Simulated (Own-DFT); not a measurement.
# Strain and stress in wurtzite AlN, 72 atoms (Al36N36)

Everything here is calculated. The program is Own-DFT (plane waves, in-house, since retired, never reviewed by a person); positions were held fixed, and spin and spin-orbit coupling were off.

Settings: PBE; PseudoDojo norm-conserving scalar-relativistic files; cutoff 42 hartree; 4 x 4 x 3 k mesh centred on Gamma; Gaussian smearing of 0.01 eV.

Known weak points: k mesh not checked against a denser one; stress not checked against mesh or cutoff.

Unstrained cell vectors in Å: (9.336, 0.000, 0.000); (-4.668, 8.085, 0.000); (0.000, 0.000, 9.964). The unstrained cell has measured lattice constants (interpolated for alloys), not those of this functional. That, the random moves and any unrelaxed bonds set the pressure at no strain. In each run the cell takes a homogeneous strain; fractional positions stay. Each atom got a random Gaussian move of width 0.05 Å along each axis. Strain is the symmetric tensor, in per cent. Stress is positive in tension, and the pressure is minus a third of its trace.

| run | e_xx (%) | e_yy (%) | e_zz (%) | e_yz (%) | e_xz (%) | e_xy (%) | s_xx (GPa) | s_yy (GPa) | s_zz (GPa) | s_yz (GPa) | s_xz (GPa) | s_xy (GPa) | P (GPa) | E (meV/atom) |
|---|---|---|---|---|---|---|---|---|---|---|---|---|---|---|
| 1 | -1.01 | -1.60 | -0.99 | 0.59 | 0.20 | -1.33 | -12.87 | -18.24 | -10.81 | 1.30 | -0.02 | -3.87 | 13.97 | 34.6 |
| 2 | -0.93 | -0.85 | 0.33 | -0.57 | 1.60 | 0.21 | -9.60 | -11.40 | -5.12 | -1.09 | 3.45 | 1.51 | 8.71 | 8.9 |
| 3 | -0.75 | 0.68 | 0.85 | -1.14 | 0.82 | -0.89 | -10.54 | -3.31 | -0.94 | -2.79 | 2.13 | -4.89 | 4.93 | 25.4 |
| 4 | 1.11 | 1.41 | -0.66 | -0.86 | -1.73 | 1.52 | 0.68 | -0.57 | -7.14 | -3.40 | -4.21 | 5.28 | 2.34 | 25.8 |
| 5 | -1.12 | -1.55 | 0.52 | -0.83 | 1.29 | 1.07 | -13.90 | -11.00 | -5.95 | -1.98 | 3.12 | 3.45 | 10.28 | 13.4 |
| 6 | 0.51 | 0.62 | -1.36 | 0.47 | -1.60 | -0.09 | -1.59 | -3.55 | -11.69 | 1.83 | -3.90 | 0.93 | 5.61 | 0.0 |
| 7 | -1.92 | 0.43 | -1.32 | -1.92 | 0.04 | 0.42 | -17.41 | -8.62 | -11.50 | -5.44 | -0.44 | 1.71 | 12.51 | 49.4 |
| 8 | 1.96 | 0.99 | -0.70 | -1.73 | -1.84 | -0.91 | 3.77 | -0.75 | -6.98 | -4.68 | -4.32 | -2.36 | 1.32 | 16.6 |
| 9 | -1.81 | 0.02 | -0.13 | -0.76 | -0.89 | -1.13 | -17.09 | -7.67 | -7.30 | -1.60 | -1.52 | -5.46 | 10.69 | 48.6 |
| 10 | -0.58 | 0.76 | -0.79 | 1.06 | -0.58 | -2.00 | -10.93 | -3.71 | -6.83 | 3.31 | -1.40 | -6.52 | 7.16 | 25.2 |
| 11 | 1.81 | -0.91 | 0.42 | -1.23 | -1.30 | -0.60 | 2.87 | -8.93 | -2.34 | -3.49 | -3.09 | -2.36 | 2.80 | 2.2 |
| 12 | 0.78 | -1.68 | 0.05 | -1.34 | 0.41 | -1.00 | -4.91 | -11.23 | -5.77 | -2.48 | 2.03 | -4.29 | 7.30 | 6.5 |
| 13 | 0.96 | 1.27 | 0.95 | -1.17 | -0.85 | 1.74 | -1.46 | 1.85 | -0.32 | -2.42 | -2.12 | 7.69 | -0.02 | 18.3 |
| 14 | -1.58 | 1.59 | -0.77 | 0.67 | 1.82 | -0.21 | -13.70 | -0.37 | -8.89 | 2.05 | 3.53 | -1.30 | 7.66 | 23.9 |
| 15 | 0.60 | 1.47 | 0.00 | 1.30 | 1.15 | -1.36 | ? | ? | ? | ? | ? | ? | ? | ? |

The last column gives the free energy per atom over the lowest of the runs shown.

## Fit

Regress every stress component on the fractional strains (shears doubled) of the visible runs, with a constant. Shear strains stay in the fit of a normal stress only where such slopes are resolved. The slopes, in GPa:

```
stress,at no strain,per e_xx,per e_yy,per e_zz,scatter
s_xx,-6.7,537 ± 28,55 ± 33,-14 ± 49,1.33
s_yy,-6.1,90 ± 32,456 ± 37,157 ± 55,1.49
s_zz,-5.4,53 ± 19,64 ± 22,431 ± 34,0.91
```

The slope of each shear stress on twice its own strain, from a fit on all six strains: yz 138 ± 11, xz 110 ± 8, xy 197 ± 14 GPa. These are stiffnesses along x, y and z of the frame in which the cell vectors are given, with the crystal's c axis along z: C11, C12, C13 and C33. Hexagonal symmetry asks that xx and yy behave alike, which is a second check on the noise. The atoms are held to the strained lattice; where symmetry lets them move under strain, relaxing them would lower some slopes. Slopes across the diagonal should nearly agree, so their difference gauges the noise. A ninth of the table's sum, 203 ± 7 GPa, estimates the bulk modulus near the mean pressure of these runs, 6.8 GPa, so it lies above the value at zero pressure.

## Test on the hidden row

Asked: what normal stresses and pressure should run 15 give?

Estimate: s_xx = -2.7, s_yy = 1.2, s_zz = -4.1 and P = 1.9 GPa. The calculation gave -1.54, 2.32, -3.85 and P = 1.03 GPa.
